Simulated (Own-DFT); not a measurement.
# Which defects push the lattice out? monoclinic HfO2

Source: density functional calculations with Own-DFT, an unreviewed in-house program that is no longer used. Nothing was measured or relaxed, and spin and spin-orbit coupling are left out.

Common settings: PBE; PseudoDojo norm-conserving scalar-relativistic files; cutoff 72 hartree; 2 x 2 x 2 k mesh centred on Gamma; Fermi-Dirac smearing of 0.1 eV.

Limits (not all hold for every row): a neutral cation vacancy leaves holes that likely carry spin, which these runs leave out; not probed for a lower state with spin; hafnium file: forces about 75 meV/angstrom off all-electron values; oxygen file: force components 24 meV/angstrom off all-electron in a glass; forces on such cells passed a denser k mesh, each cell not checked; stress not checked against mesh or cutoff.

All runs share one cell, with vectors in Å (10.234, 0.000, 0.000); (0.000, 10.350, 0.000); (-1.696, 0.000, 10.445) and a volume of 1106.4 Å³. Atoms were moved at random from their sites; u is the rms move along one axis. The defect's site can differ from row to row.

| cell | formula | u (Å) | P (GPa) |
|---|---|---|---|
| no defect | Hf32O64 | 0.0200 | 4.05 |
| no defect | Hf32O64 | 0.0487 | 5.62 |
| no defect | Hf32O64 | 0.0506 | 5.87 |
| two O vacancies | Hf32O62 | 0.0297 | 3.72 |
| two O vacancies | Hf32O62 | 0.0498 | 5.36 |
| two O vacancies | Hf32O62 | 0.0503 | 5.44 |
| one Hf vacancy | Hf31O64 | 0.0280 | 4.06 |
| one Hf vacancy | Hf31O64 | 0.0291 | 4.27 |
| one Hf vacancy | Hf31O64 | 0.0449 | 5.40 |
| one Hf vacancy | Hf31O64 | 0.0484 | ? |
| one Si on a Hf site | Hf31O64Si | 0.0288 | 2.69 |
| one Si on a Hf site | Hf31O64Si | 0.0455 | 4.10 |
| one Si on a Hf site | Hf31O64Si | 0.0485 | 4.41 |
| two Al on a Hf site each and one O vacancy | Al2Hf30O63 | 0.0301 | 1.71 |
| two Al on a Hf site each and one O vacancy | Al2Hf30O63 | 0.0310 | 2.02 |
| two Al on a Hf site each and one O vacancy | Al2Hf30O63 | 0.0531 | 3.36 |

## Analysis

P = P0 + c u² + a shift for each defect gives P0 = 3.54 GPa, c = 922 ± 50 GPa/Å² and a scatter of 0.15 GPa. The shifts, and each times the cell's volume:

- one Hf vacancy: -0.09 ± 0.13 GPa, -0.6 eV (not resolved)
- two O vacancies: -0.52 ± 0.12 GPa, -3.6 eV (-1.8 eV for each of its 2 sites)
- one Si on a Hf site: -1.42 ± 0.12 GPa, -9.8 eV
- two Al on a Hf site each and one O vacancy: -2.62 ± 0.12 GPa, -18.1 eV

A positive shift means that the defect pushes the cell outwards. Shift times volume (160.2 GPa Å³ is 1 eV) depends little on the cell's size, so, taken for each site, it can be compared between cells at like pressure. The atoms around the defects weren't relaxed, which would change these numbers.

## Prediction

Question: what pressure belongs in the blank (one Hf vacancy, u = 0.0484 Å)?

From the fit: 5.61 ± 0.18 GPa. The hidden result is 5.34 GPa.
